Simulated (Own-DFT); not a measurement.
# Computed records: GaP (zincblende, strained, atoms displaced), GaN (wurtzite, strained, atoms displaced), SiC (twinned 3C silicon carbide, atoms displaced)

All values are calculated (Own-DFT development build). A calculation, not a measurement: plane-wave PBE density functional theory by an unreviewed code, no spin, of a simulated periodic cell, stress positive in tension, free energy of the whole cell less one offset for each atom, forces on such cells passed a denser k mesh, this cell's mesh not checked; offsets are fitted by least squares, one for each functional and potential file, so energies compare only between cells with the same atoms and settings and are not formation energies; the far tail of each file's local potential was reset to the Coulomb form; each entry is a single point on an unrelaxed cell, so the pressure reflects the starting lattice, mostly measured values (interpolated for alloys), from which strain is counted, and rises with the displacements; printed positions are rounded, which can move forces by about a meV/angstrom; the program, named Own-DFT, is a retired in-house code; no spin-orbit coupling.

Common to all runs: functional PBE.

(1) GaP (zincblende, strained, atoms displaced)

```cif
# cell vector a (Å): 10.8620 0.0000 0.0000
# cell vector b (Å): 0.0000 10.8620 0.0000
# cell vector c (Å): 0.0000 0.0000 10.9361
data_GaP
_symmetry_space_group_name_H-M 'P 1'
_symmetry_Int_Tables_number 1
_cell_length_a 10.8620
_cell_length_b 10.8620
_cell_length_c 10.9361
_cell_angle_alpha 90.000
_cell_angle_beta 90.000
_cell_angle_gamma 90.000
_cell_volume 1290.27
loop_
_atom_site_label
_atom_site_type_symbol
_atom_site_fract_x
_atom_site_fract_y
_atom_site_fract_z
_atom_site_occupancy
Ga1 Ga 0.00663 0.99870 0.99215 1
Ga2 Ga 0.00524 0.25058 0.25059 1
Ga3 Ga 0.24372 0.00145 0.25683 1
Ga4 Ga 0.24860 0.24698 0.99283 1
P1 P 0.12359 0.13424 0.13013 1
P2 P 0.12386 0.37426 0.36974 1
P3 P 0.38334 0.11989 0.37838 1
P4 P 0.37934 0.38319 0.12232 1
Ga5 Ga 0.99936 0.00354 0.50339 1
Ga6 Ga 0.99377 0.24967 0.75606 1
Ga7 Ga 0.23921 0.99655 0.75167 1
Ga8 Ga 0.24409 0.25462 0.50050 1
P5 P 0.12768 0.12290 0.62367 1
P6 P 0.11770 0.36938 0.87389 1
P7 P 0.37039 0.12472 0.86721 1
P8 P 0.37457 0.37929 0.62680 1
Ga9 Ga 0.99530 0.49260 0.99980 1
Ga10 Ga 0.00495 0.74751 0.25051 1
Ga11 Ga 0.25005 0.50167 0.25211 1
Ga12 Ga 0.25350 0.74730 0.99832 1
P9 P 0.12766 0.62419 0.13104 1
P10 P 0.12235 0.87541 0.37579 1
P11 P 0.37851 0.62268 0.37881 1
P12 P 0.37030 0.87905 0.12295 1
Ga13 Ga 0.00067 0.48998 0.50318 1
Ga14 Ga 0.00276 0.74555 0.76287 1
Ga15 Ga 0.25483 0.49539 0.74322 1
Ga16 Ga 0.24497 0.75331 0.50457 1
P13 P 0.12937 0.62462 0.61711 1
P14 P 0.12512 0.88308 0.87306 1
P15 P 0.38087 0.62303 0.86627 1
P16 P 0.37602 0.87214 0.63307 1
Ga17 Ga 0.50382 0.00150 0.00124 1
Ga18 Ga 0.50339 0.25408 0.25209 1
Ga19 Ga 0.74307 0.99470 0.24791 1
Ga20 Ga 0.75030 0.24811 0.99857 1
P17 P 0.62905 0.13412 0.11836 1
P18 P 0.62660 0.37570 0.37754 1
P19 P 0.87564 0.13423 0.37367 1
P20 P 0.87605 0.37189 0.11833 1
Ga21 Ga 0.50191 0.00052 0.48766 1
Ga22 Ga 0.50571 0.24776 0.74740 1
Ga23 Ga 0.75346 0.99340 0.74923 1
Ga24 Ga 0.75609 0.25127 0.49722 1
P21 P 0.62909 0.11888 0.62186 1
P22 P 0.62741 0.37728 0.87772 1
P23 P 0.87581 0.12411 0.87005 1
P24 P 0.87879 0.37689 0.61911 1
Ga25 Ga 0.49921 0.50269 0.00080 1
Ga26 Ga 0.50014 0.74561 0.25106 1
Ga27 Ga 0.76281 0.50698 0.25033 1
Ga28 Ga 0.74925 0.74915 0.00310 1
P25 P 0.62743 0.63075 0.11874 1
P26 P 0.62042 0.87201 0.37034 1
P27 P 0.86804 0.62051 0.38089 1
P28 P 0.87206 0.87128 0.12280 1
Ga29 Ga 0.50091 0.49955 0.50349 1
Ga30 Ga 0.50878 0.74294 0.76041 1
Ga31 Ga 0.75481 0.49796 0.75017 1
Ga32 Ga 0.74655 0.74990 0.50281 1
P29 P 0.62854 0.62899 0.62090 1
P30 P 0.62222 0.86459 0.87784 1
P31 P 0.87533 0.62369 0.87835 1
P32 P 0.87230 0.87628 0.62725 1
```

| Property | Result |
| --- | --- |
| potential files | PseudoDojo norm-conserving, scalar-relativistic, standard set |
| wave cutoff | 42 hartree |
| occupations | Fermi-Dirac |
| smearing width | 0.1 eV |
| hardware | one NVIDIA H100 |
| k mesh | 3 x 3 x 3 centred on Gamma |
| free energy of cell above offsets | -33.100 eV |
| pressure | 3.71 GPa |
| stress xx | -3.86 GPa |
| stress yy | -3.93 GPa |
| stress zz | -3.33 GPa |
| stress yz | -0.02 GPa |
| stress xz | 0.75 GPa |
| stress xy | -0.78 GPa |
| wall time | 510.5 s |

Force:
| element | x (eV/Å) | y (eV/Å) | z (eV/Å) |
| --- | --- | --- | --- |
| Ga | -1.063 | 0.839 | 1.53 |
| Ga | -1.139 | 0.407 | -0.219 |
| Ga | 0.593 | 0.248 | -0.561 |
| Ga | 0.408 | 0.483 | 0.674 |
| P | 0.617 | -1.374 | -0.979 |
| P | 0.321 | 0.336 | 0.487 |
| P | -1.68 | 1.602 | -1.023 |
| P | -0.839 | -1.113 | 0.347 |
| Ga | -0.404 | -0.072 | -0.413 |
| Ga | 0.445 | -0.083 | -1.49 |
| Ga | 1.659 | 0.584 | -1.071 |
| Ga | 0.936 | -0.445 | -0.095 |
| P | -0.638 | 0.686 | 0.361 |
| P | 1.008 | 0.942 | -0.131 |
| P | 0.627 | -0.306 | 0.42 |
| P | 0.714 | -1.321 | -0.684 |
| Ga | 0.828 | 0.835 | 0.042 |
| Ga | -1.017 | 0.06 | 0.292 |
| Ga | 0.671 | -0.072 | 0.035 |
| Ga | -0.058 | 0.112 | -0.146 |
| P | -0.296 | -0.245 | -1.243 |
| P | -0.235 | 0.033 | 0.39 |
| P | -0.609 | 0.383 | -0.013 |
| P | 0.373 | -0.19 | 0.536 |
| Ga | 0.558 | 1.329 | -0.849 |
| Ga | 0.015 | 0.218 | -1.402 |
| Ga | -1.151 | 0.67 | 0.882 |
| Ga | 1.214 | 0.32 | -0.533 |
| P | -1.009 | -0.532 | 1.308 |
| P | 0.12 | -2.057 | 0.662 |
| P | -1.182 | -0.558 | 1.079 |
| P | 0.281 | 0.229 | -0.474 |
| Ga | -0.555 | 0.11 | -0.358 |
| Ga | -0.264 | -0.075 | -0.306 |
| Ga | 0.666 | 0.849 | -0.173 |
| Ga | 0.556 | 0.375 | -0.74 |
| P | -0.703 | -1.126 | 1.031 |
| P | 0.374 | 0.437 | -0.289 |
| P | 0.081 | -1.497 | -0.422 |
| P | -0.214 | -0.101 | 1.234 |
| Ga | 0.281 | -0.969 | 2.057 |
| Ga | -0.202 | 0.086 | -0.048 |
| Ga | -0.946 | 0.282 | 0.488 |
| Ga | -0.821 | 0.02 | 0.45 |
| P | 0.038 | 0.345 | -0.085 |
| P | -0.148 | -0.205 | -0.467 |
| P | -0.572 | -0.531 | 0.782 |
| P | -0.648 | -0.881 | 1.407 |
| Ga | 0.47 | 0.291 | -0.328 |
| Ga | -0.564 | 0.155 | -0.693 |
| Ga | -1.557 | -1.04 | -0.975 |
| Ga | 0.428 | 0.163 | -0.596 |
| P | -0.301 | -1.062 | 1.132 |
| P | 0.6 | -0.191 | 0.36 |
| P | 1.73 | 0.959 | 0.343 |
| P | 0.931 | 0.58 | 0.203 |
| Ga | 0.227 | 0.065 | -0.189 |
| Ga | -0.499 | 0.339 | -1.815 |
| Ga | -0.267 | 0.291 | -0.379 |
| Ga | 0.424 | 0.724 | -0.538 |
| P | -0.402 | -0.918 | 1.076 |
| P | 0.948 | 1.651 | 0.31 |
| P | -0.13 | -0.149 | 0.142 |
| P | 0.973 | -0.925 | -0.33 |

(2) GaN (wurtzite, strained, atoms displaced)

```cif
# cell vector a (Å): 12.7560 0.0000 0.0000
# cell vector b (Å): -4.7835 8.2853 0.0000
# cell vector c (Å): 0.0000 0.0000 10.3182
data_GaN
_symmetry_space_group_name_H-M 'P 1'
_symmetry_Int_Tables_number 1
_cell_length_a 12.7560
_cell_length_b 9.5670
_cell_length_c 10.3182
_cell_angle_alpha 90.000
_cell_angle_beta 90.000
_cell_angle_gamma 120.000
_cell_volume 1090.50
loop_
_atom_site_label
_atom_site_type_symbol
_atom_site_fract_x
_atom_site_fract_y
_atom_site_fract_z
_atom_site_occupancy
Ga1 Ga 0.08635 0.21467 0.99614 1
Ga2 Ga 0.16612 0.11386 0.25040 1
N1 N 0.08662 0.22483 0.18036 1
N2 N 0.17414 0.11065 0.43766 1
Ga3 Ga 0.08149 0.21603 0.50012 1
Ga4 Ga 0.16238 0.11347 0.74242 1
N3 N 0.08729 0.22257 0.69840 1
N4 N 0.16812 0.11520 0.93928 1
Ga5 Ga 0.08740 0.56308 0.99234 1
Ga6 Ga 0.16489 0.44492 0.24670 1
N5 N 0.08088 0.55317 0.19426 1
N6 N 0.16548 0.45168 0.44274 1
Ga7 Ga 0.08661 0.55567 0.49899 1
Ga8 Ga 0.15901 0.43798 0.74368 1
N7 N 0.07866 0.54273 0.68824 1
N8 N 0.16167 0.43646 0.94665 1
Ga9 Ga 0.08988 0.89195 0.99097 1
Ga10 Ga 0.16863 0.77983 0.25585 1
N9 N 0.09125 0.89660 0.18454 1
N10 N 0.16326 0.78140 0.43320 1
Ga11 Ga 0.08285 0.89504 0.49261 1
Ga12 Ga 0.16403 0.77802 0.75043 1
N11 N 0.08623 0.89094 0.68850 1
N12 N 0.16768 0.78661 0.94055 1
Ga13 Ga 0.32729 0.21273 0.98742 1
Ga14 Ga 0.41132 0.10614 0.24804 1
N13 N 0.32643 0.21986 0.18240 1
N14 N 0.40998 0.09751 0.44092 1
Ga15 Ga 0.34387 0.22982 0.50033 1
Ga16 Ga 0.41299 0.11395 0.75532 1
N15 N 0.33252 0.22040 0.68432 1
N16 N 0.40951 0.10663 0.94634 1
Ga17 Ga 0.33389 0.55596 0.00202 1
Ga18 Ga 0.42045 0.45339 0.24691 1
N17 N 0.32784 0.54341 0.18754 1
N18 N 0.42170 0.45127 0.43612 1
Ga19 Ga 0.32847 0.54860 0.49898 1
Ga20 Ga 0.41959 0.44538 0.76077 1
N19 N 0.33462 0.55315 0.67922 1
N20 N 0.41462 0.46057 0.93825 1
Ga21 Ga 0.32892 0.88229 0.00476 1
Ga22 Ga 0.42482 0.78785 0.24746 1
N21 N 0.33319 0.88474 0.18945 1
N22 N 0.41621 0.77506 0.43332 1
Ga23 Ga 0.33787 0.89837 0.49611 1
Ga24 Ga 0.41526 0.77354 0.74806 1
N23 N 0.33455 0.90130 0.69476 1
N24 N 0.41508 0.77603 0.93652 1
Ga25 Ga 0.57447 0.20838 0.99570 1
Ga26 Ga 0.67100 0.11581 0.25396 1
N25 N 0.58265 0.22165 0.18225 1
N26 N 0.67306 0.10286 0.44097 1
Ga27 Ga 0.58709 0.21898 0.49796 1
Ga28 Ga 0.66383 0.11098 0.74888 1
N27 N 0.58000 0.22185 0.69470 1
N28 N 0.67165 0.10522 0.95036 1
Ga29 Ga 0.57604 0.54874 0.99297 1
Ga30 Ga 0.66943 0.44677 0.25165 1
N29 N 0.58952 0.55655 0.19175 1
N30 N 0.66993 0.43652 0.43790 1
Ga31 Ga 0.58430 0.55415 0.49904 1
Ga32 Ga 0.66703 0.44590 0.75300 1
N31 N 0.57882 0.55089 0.68220 1
N32 N 0.66803 0.43674 0.93655 1
Ga33 Ga 0.59082 0.89293 0.99750 1
Ga34 Ga 0.66597 0.78213 0.25051 1
N33 N 0.57316 0.87957 0.18565 1
N34 N 0.67230 0.78451 0.43732 1
Ga35 Ga 0.58499 0.89574 0.50373 1
Ga36 Ga 0.67267 0.77704 0.75244 1
N35 N 0.57717 0.88945 0.68788 1
N36 N 0.66756 0.77708 0.94114 1
Ga37 Ga 0.83136 0.22139 0.99864 1
Ga38 Ga 0.91493 0.11641 0.24297 1
N37 N 0.83325 0.22463 0.19103 1
N38 N 0.91351 0.10921 0.42831 1
Ga39 Ga 0.82780 0.22364 0.49287 1
Ga40 Ga 0.91382 0.11207 0.75290 1
N39 N 0.83042 0.21570 0.68140 1
N40 N 0.90894 0.10035 0.93367 1
Ga41 Ga 0.83038 0.55125 0.01281 1
Ga42 Ga 0.91499 0.44677 0.24493 1
N41 N 0.83358 0.55717 0.18603 1
N42 N 0.92390 0.45156 0.43487 1
Ga43 Ga 0.84116 0.55836 0.50767 1
Ga44 Ga 0.91699 0.43973 0.75372 1
N43 N 0.82790 0.54202 0.68608 1
N44 N 0.92250 0.45426 0.93797 1
Ga45 Ga 0.83321 0.89350 0.00187 1
Ga46 Ga 0.91295 0.77540 0.25248 1
N45 N 0.83346 0.89273 0.18661 1
N46 N 0.91418 0.76820 0.44249 1
Ga47 Ga 0.84112 0.89502 0.50112 1
Ga48 Ga 0.91410 0.77590 0.74795 1
N47 N 0.82821 0.88563 0.68931 1
N48 N 0.90797 0.77094 0.93079 1
```

| Item | Value |
| --- | --- |
| potential files | PseudoDojo norm-conserving, scalar-relativistic, standard set with the stringent files for Ga |
| wave cutoff | 96 hartree |
| occupations | Gaussian |
| smearing width | 0.01 eV |
| k mesh | 3 x 4 x 3 centred on Gamma |
| free energy of cell above offsets | -4.195 eV |
| pressure | 8.03 GPa |
| stress xx | -7.94 GPa |
| stress yy | -6.82 GPa |
| stress zz | -9.34 GPa |
| stress yz | 0.68 GPa |
| stress xz | 0.31 GPa |
| stress xy | 0.23 GPa |

Force:
| element | x (eV/Å) | y (eV/Å) | z (eV/Å) |
| --- | --- | --- | --- |
| Ga | -2.086 | 0.789 | 0.425 |
| Ga | 0.032 | 0.032 | -0.554 |
| N | -1.003 | -0.566 | 1.271 |
| N | -1.166 | 1.157 | 0.338 |
| Ga | -0.18 | 0.81 | -0.416 |
| Ga | 2.403 | -0.963 | 1.042 |
| N | -2.451 | -0.616 | -2.107 |
| N | 0.102 | -1.352 | -2.042 |
| Ga | 0.258 | -0.758 | 1.659 |
| Ga | 0.049 | -0.28 | 0.36 |
| N | 0.015 | 0.872 | -1.383 |
| N | 1.309 | -2.141 | -1.044 |
| Ga | -1.249 | 1.094 | 0.047 |
| Ga | 2.06 | 1.281 | 1.615 |
| N | -0.729 | 1.905 | -0.077 |
| N | 0.223 | 1.045 | -1.708 |
| Ga | -2.801 | 0.012 | 1.487 |
| Ga | -0.404 | -0.477 | -1.781 |
| N | -1.146 | -1.153 | 0.18 |
| N | 0.86 | -0.22 | 2.237 |
| Ga | 0.822 | -0.97 | 0.929 |
| Ga | 0.955 | -0.123 | -0.551 |
| N | -1.205 | -0.389 | -0.544 |
| N | 1.27 | -1.47 | -1.082 |
| Ga | -0.065 | 2.116 | 2.436 |
| Ga | -0.09 | 0.949 | -0.345 |
| N | 1.44 | 0.711 | 0.188 |
| N | 1.011 | 4.243 | -1.547 |
| Ga | -0.584 | -0.141 | -0.502 |
| Ga | 0.469 | -0.062 | -0.273 |
| N | -0.395 | 0.814 | 1.323 |
| N | 0.952 | -0.344 | -1.237 |
| Ga | -2.185 | 0.633 | 0.454 |
| Ga | 0.464 | -1.401 | 0.004 |
| N | -0.009 | 1.914 | 0.213 |
| N | -0.2 | -0.874 | -0.163 |
| Ga | 0.742 | 1.069 | -0.851 |
| Ga | -1.003 | -0.03 | -2.889 |
| N | -0.567 | -0.296 | 2.084 |
| N | 1.946 | -2.669 | 0.106 |
| Ga | 0.842 | 0.141 | -0.478 |
| Ga | -2.414 | -2.638 | 0.945 |
| N | -0.25 | 0.113 | 0.051 |
| N | -0.061 | 0.549 | 0.923 |
| Ga | -0.26 | -4.013 | 1.721 |
| Ga | -1.031 | 0.067 | -0.056 |
| N | 0.289 | -2.111 | -1.007 |
| N | 0.116 | 0.501 | 0.387 |
| Ga | 0.934 | 1.059 | 0.481 |
| Ga | -1.154 | -0.915 | -1.128 |
| N | 0.134 | -0.198 | 1.363 |
| N | -2.65 | 0.917 | -1.154 |
| Ga | -0.744 | -0.329 | 0.625 |
| Ga | 0.335 | -0.241 | 0.538 |
| N | 0.232 | -0.033 | -0.687 |
| N | -1.932 | 1.132 | -2.265 |
| Ga | 1.709 | 0.662 | 1.485 |
| Ga | -0.317 | -0.921 | -0.237 |
| N | -0.96 | 0.295 | -1.046 |
| N | -0.246 | 0.679 | 0.331 |
| Ga | 0.456 | 0.748 | -0.773 |
| Ga | -0.176 | -0.303 | -0.732 |
| N | 0.773 | 0.572 | 1.637 |
| N | -1.083 | -0.037 | 0.786 |
| Ga | -1.299 | -1.97 | 0.466 |
| Ga | 0.24 | -0.373 | -0.042 |
| N | 3.219 | 2.332 | -0.576 |
| N | -0.152 | -0.542 | 0.608 |
| Ga | 0.214 | -2.611 | -0.308 |
| Ga | -2.197 | -0.632 | -0.286 |
| N | 1.444 | 0.034 | 0.662 |
| N | 0.018 | -0.661 | -0.502 |
| Ga | 1.421 | 1.203 | 0.399 |
| Ga | 1.621 | -0.245 | 0.02 |
| N | -0.41 | 0.174 | -0.832 |
| N | 0.799 | 0.625 | 1.407 |
| Ga | 2.801 | 1.403 | 0.755 |
| Ga | 0.214 | -0.472 | -1.007 |
| N | -0.18 | 0.533 | 0.806 |
| N | 0.478 | 1.955 | 0.975 |
| Ga | -0.037 | 0.683 | -3.675 |
| Ga | 0.794 | 0.269 | 0.858 |
| N | -0.102 | 0.099 | 2.146 |
| N | -0.906 | -0.996 | 0.174 |
| Ga | -0.416 | -1.422 | -1.245 |
| Ga | -0.835 | -0.263 | -0.689 |
| N | 0.497 | 1.212 | 1.188 |
| N | -0.674 | -1.284 | 0.61 |
| Ga | 0.75 | -1.658 | -0.299 |
| Ga | 0.814 | 1.035 | -0.588 |
| N | 0.065 | -0.244 | 0.449 |
| N | -0.291 | 1.635 | -0.65 |
| Ga | -1.185 | -0.716 | -0.459 |
| Ga | 0.403 | -0.462 | -0.249 |
| N | 1.556 | 1.006 | -0.681 |
| N | 0.929 | 0.512 | 1.552 |

(3) SiC (twinned 3C silicon carbide, atoms displaced)

```cif
# cell vector a (Å): 4.3596 -4.3596 0.0000
# cell vector b (Å): 0.0000 4.3596 -4.3596
# cell vector c (Å): 8.7192 8.7192 8.7192
data_SiC
_symmetry_space_group_name_H-M 'P 1'
_symmetry_Int_Tables_number 1
_cell_length_a 6.1654
_cell_length_b 6.1654
_cell_length_c 15.1021
_cell_angle_alpha 90.000
_cell_angle_beta 90.000
_cell_angle_gamma 120.000
_cell_volume 497.15
loop_
_atom_site_label
_atom_site_type_symbol
_atom_site_fract_x
_atom_site_fract_y
_atom_site_fract_z
_atom_site_occupancy
Si1 Si 0.00593 0.00696 0.43822 1
C1 C 0.00279 0.00425 0.06253 1
Si2 Si 0.15888 0.33465 0.10687 1
C2 C 0.16097 0.33091 0.23039 1
Si3 Si 0.33472 0.16565 0.27080 1
C3 C 0.33223 0.14905 0.39658 1
Si4 Si 0.00232 0.49851 0.43514 1
C4 C 0.99427 0.50078 0.06495 1
Si5 Si 0.16033 0.83167 0.10408 1
C5 C 0.18792 0.84525 0.22834 1
Si6 Si 0.34589 0.66971 0.27172 1
C6 C 0.33671 0.66949 0.39624 1
Si7 Si 0.49001 0.99024 0.43731 1
C7 C 0.50140 0.99624 0.06316 1
Si8 Si 0.66722 0.33528 0.10112 1
C8 C 0.67066 0.33228 0.22614 1
Si9 Si 0.84279 0.16691 0.26885 1
C9 C 0.82968 0.17204 0.39756 1
Si10 Si 0.49943 0.50334 0.43591 1
C10 C 0.49341 0.49634 0.06328 1
Si11 Si 0.67011 0.83968 0.10384 1
C11 C 0.66564 0.83039 0.22928 1
Si12 Si 0.83206 0.66573 0.27154 1
C12 C 0.83089 0.66833 0.39551 1
Si13 Si 0.00069 0.00546 0.94208 1
C13 C 0.99693 0.99490 0.55933 1
Si14 Si 0.82892 0.67131 0.60536 1
C14 C 0.82875 0.66285 0.73082 1
Si15 Si 0.66290 0.83549 0.77373 1
C15 C 0.65510 0.82779 0.89392 1
Si16 Si 0.00453 0.50159 0.93754 1
C16 C 0.99799 0.49160 0.56476 1
Si17 Si 0.82576 0.16006 0.60506 1
C17 C 0.82800 0.16355 0.72935 1
Si18 Si 0.67271 0.33937 0.76728 1
C18 C 0.66740 0.32822 0.89579 1
Si19 Si 0.49995 0.99626 0.93770 1
C19 C 0.50046 0.00085 0.55973 1
Si20 Si 0.32771 0.67162 0.60623 1
C20 C 0.32904 0.66346 0.72799 1
Si21 Si 0.16934 0.83323 0.76980 1
C21 C 0.16273 0.84154 0.89627 1
Si22 Si 0.49594 0.49860 0.93497 1
C22 C 0.49583 0.49984 0.56352 1
Si23 Si 0.32678 0.17120 0.60241 1
C23 C 0.33554 0.16825 0.72674 1
Si24 Si 0.16843 0.33286 0.77622 1
C24 C 0.17401 0.34063 0.89591 1
```

| Property | Result |
| --- | --- |
| potential files | PseudoDojo norm-conserving, scalar-relativistic, standard set |
| wave cutoff | 42 hartree |
| occupations | Fermi-Dirac |
| smearing width | 0.1 eV |
| hardware | one NVIDIA H100 |
| k mesh | 5 x 5 x 2 centred on Gamma |
| stress yy | ? |

**Q.** SiC (twinned 3C silicon carbide, atoms displaced) (entry 3): stress yy?
**A.** -3.27 GPa

Further results for SiC (twinned 3C silicon carbide, atoms displaced) (entry 3):

| Item | Value |
| --- | --- |
| free energy of cell above offsets | -7.119 eV |
| pressure | 3.72 GPa |
| stress xx | -3.65 GPa |
| stress zz | -4.24 GPa |
| stress yz | -0.6 GPa |
| stress xz | -0.46 GPa |
| stress xy | -0.48 GPa |
| wall time | 190.9 s |

Force:
| element | x (eV/Å) | y (eV/Å) | z (eV/Å) |
| --- | --- | --- | --- |
| Si | -1.504 | -0.219 | 0.174 |
| C | 0.223 | 0.867 | 0.597 |
| Si | 0.507 | -0.802 | -0.564 |
| C | 1.412 | -0.831 | -0.616 |
| Si | 0.589 | -0.256 | -0.384 |
| C | -0.526 | 1.523 | -2.307 |
| Si | 0.243 | 1.528 | 0.442 |
| C | -0.001 | -1.014 | -0.662 |
| Si | 1.308 | -0.413 | -0.225 |
| C | -1.675 | 0.5 | 1.395 |
| Si | -1.286 | 0.759 | 0.042 |
| C | -0.913 | -0.773 | 0.401 |
| Si | 1.775 | -0.441 | -0.634 |
| C | -0.602 | 0.378 | -0.557 |
| Si | -0.459 | 0.803 | 0.978 |
| C | 0.356 | 0.656 | 0.149 |
| Si | -0.85 | 2.08 | 1.033 |
| C | -0.444 | -1.652 | 0.158 |
| Si | 0.642 | -0.372 | 1.359 |
| C | -0.015 | 0.073 | -0.731 |
| Si | -0.528 | -0.362 | 1.146 |
| C | 0.788 | -0.725 | -0.656 |
| Si | 0.491 | -1.152 | -0.405 |
| C | 0.384 | -0.234 | -0.089 |
| Si | -1.556 | -1.035 | -0.765 |
| C | 0.787 | 1.274 | 0.409 |
| Si | -0.192 | -1.293 | 0.648 |
| C | 0.41 | 0.397 | -1.476 |
| Si | -0.885 | -1.163 | -0.523 |
| C | 1.849 | 0.202 | 0.233 |
| Si | -0.486 | 0.937 | -0.346 |
| C | -0.521 | 0.624 | -1.052 |
| Si | 0.2 | -0.552 | -0.605 |
| C | 0.882 | -0.346 | 0.121 |
| Si | -0.255 | 0.497 | 1.627 |
| C | -0.035 | 0.108 | -0.672 |
| Si | -0.392 | 0.727 | -0.275 |
| C | 0.018 | 1.237 | 0.888 |
| Si | -0.458 | -1.263 | -0.084 |
| C | 1.053 | 0.623 | 0.653 |
| Si | -0.227 | 0.743 | -0.158 |
| C | 0.284 | -0.717 | 0.575 |
| Si | 1.699 | -0.241 | 0.648 |
| C | -0.167 | 0.21 | -0.793 |
| Si | 0.4 | -0.793 | 0.403 |
| C | 0.14 | 0.668 | 0.508 |
| Si | -1.892 | -1.51 | -1.342 |
| C | -0.569 | 0.751 | 1.332 |
